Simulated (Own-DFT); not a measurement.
# Strain and stress in C40 NbSi2, 36 atoms (Nb12Si24)

Calculated results; nothing here was measured. The program, named Own-DFT, is a retired in-house plane-wave density functional code that no person has reviewed. Each row is one single-point run on a periodic cell that was not relaxed, without spin or spin-orbit coupling.

Settings of every run: PBE; PseudoDojo norm-conserving scalar-relativistic files; cutoff 42 hartree; 4 x 4 x 5 k mesh centred on Gamma; cold (Marzari-Vanderbilt) smearing of 0.2 eV.

Known limits: forces on such cells failed a check on a denser k mesh; stress not checked against mesh or cutoff.

Unstrained cell vectors in Å: (0.000, 8.324, 0.000); (-9.613, 0.000, 0.000); (0.000, 0.000, 6.586). The unstrained cell was taken from the Materials Project. The random moves and any unrelaxed bonds add to the pressure at no strain. Each run strains this cell uniformly, with the atoms carried along. Every atom was also moved at random, by a Gaussian of width 0.05 Å on each axis. Strain is the symmetric tensor, in per cent. Stress is positive in tension, and the pressure is minus a third of its trace.

| run | e_xx (%) | e_yy (%) | e_zz (%) | e_yz (%) | e_xz (%) | e_xy (%) | s_xx (GPa) | s_yy (GPa) | s_zz (GPa) | s_yz (GPa) | s_xz (GPa) | s_xy (GPa) | P (GPa) | E (meV/atom) |
|---|---|---|---|---|---|---|---|---|---|---|---|---|---|---|
| 1 | 1.62 | -1.27 | 0.72 | -0.23 | -0.63 | 0.42 | 2.68 | -5.43 | -0.03 | -0.87 | -1.60 | 1.47 | 0.92 | 17.9 |
| 2 | 1.12 | 1.30 | 0.98 | 1.32 | -0.56 | 1.64 | 2.99 | 3.61 | 2.18 | 3.60 | -1.56 | 4.53 | -2.93 | 17.4 |
| 3 | 0.15 | 1.17 | -1.91 | -1.46 | -0.93 | 1.11 | -1.98 | -0.07 | -11.84 | -5.37 | -2.68 | 2.83 | 4.63 | 25.9 |
| 4 | 1.52 | 1.86 | 0.99 | 0.26 | 1.17 | 0.39 | 4.83 | 5.65 | 2.83 | 1.27 | 2.59 | 0.93 | -4.44 | 17.5 |
| 5 | 1.87 | 1.24 | 1.70 | 0.13 | -0.19 | 0.05 | 5.69 | 4.41 | 6.07 | 0.22 | -0.20 | 0.15 | -5.39 | 12.7 |
| 6 | 0.49 | 1.75 | -0.82 | -0.75 | 1.00 | -0.42 | 0.12 | 3.40 | -6.26 | -2.85 | 2.94 | -1.07 | 0.91 | 22.4 |
| 7 | 1.31 | 0.89 | 1.29 | 0.70 | -1.46 | 0.80 | 3.71 | 3.34 | 3.47 | 1.97 | -3.93 | 1.86 | -3.50 | 7.1 |
| 8 | -0.24 | -0.05 | 1.90 | -0.93 | -0.20 | -0.14 | -1.26 | -0.97 | 4.09 | -2.53 | -0.69 | -0.60 | -0.62 | 10.4 |
| 9 | 1.61 | 0.44 | 0.91 | -0.52 | -0.48 | 0.03 | 3.54 | 1.29 | 2.29 | -1.71 | -1.61 | 0.18 | -2.37 | 12.8 |
| 10 | 0.50 | -0.89 | 0.18 | -0.37 | -0.46 | 0.54 | -0.32 | -5.17 | -2.58 | -1.12 | -0.88 | 1.42 | 2.69 | 0.0 |
| 11 | -0.41 | 1.81 | -0.10 | -1.98 | -1.22 | 0.16 | -2.70 | 3.14 | -3.15 | -5.90 | -3.77 | 0.34 | 0.90 | 26.8 |
| 12 | -0.90 | 1.70 | 1.03 | 1.11 | 1.78 | 0.28 | -3.29 | 3.37 | 1.12 | 3.56 | 5.75 | 0.57 | -0.40 | 20.8 |
| 13 | 1.39 | 0.75 | -0.37 | -1.56 | -0.38 | 1.91 | 2.47 | 0.71 | -4.23 | -5.06 | -1.05 | 4.79 | 0.35 | 25.0 |
| 14 | 0.32 | -0.33 | 1.59 | 1.67 | -0.13 | 1.47 | -0.83 | -1.78 | 3.89 | 4.93 | -0.53 | 4.15 | -0.43 | 12.7 |
| 15 | 0.15 | 0.32 | 0.84 | -0.01 | 1.65 | 1.73 | -1.19 | -0.64 | 0.31 | -0.55 | 4.83 | 4.88 | 0.51 | 19.2 |
| 16 | 0.22 | 1.17 | -0.64 | 0.24 | 0.13 | 1.40 | ? | ? | ? | ? | ? | ? | ? | ? |

E is the free energy for each atom above the lowest run shown.

## Worked fit

Each stress component was fitted by least squares to a constant and the strains of the runs shown, as fractions, with shears doubled. Shear strains stay in the fit of a normal stress only where such slopes are resolved. The slopes, in GPa:

| stress | at no strain | per e_xx | per e_yy | per e_zz | scatter |
|---|---|---|---|---|---|
| s_xx | -2.1 | 321 ± 11 | 59 ± 10 | 61 ± 10 | 0.36 |
| s_yy | -2.5 | 75 ± 10 | 345 ± 9 | 92 ± 8 | 0.31 |
| s_zz | -3.7 | 76 ± 10 | 50 ± 9 | 453 ± 9 | 0.32 |

Each shear stress against twice its own strain: yz 147 ± 6, xz 143 ± 6, xy 132 ± 4 GPa. These are stiffnesses along x, y and z of the frame in which the cell vectors are given, which need not be the crystal's axes. The atoms are held to the strained lattice; where symmetry lets them move under strain, relaxing them would lower some slopes. The table should be nearly symmetric about its diagonal, and what it lacks of that shows the noise. A ninth of its sum, 170 ± 8 GPa, estimates the bulk modulus near the mean pressure of these runs, -0.6 GPa.

## Withheld run

Question: what normal stresses and pressure should run 16 give?

The fit gives s_xx = -1.1, s_yy = 1.1, s_zz = -5.9 and P = 2.0 GPa. The calculation gave -1.04, 0.79, -6.42 and P = 2.23 GPa.
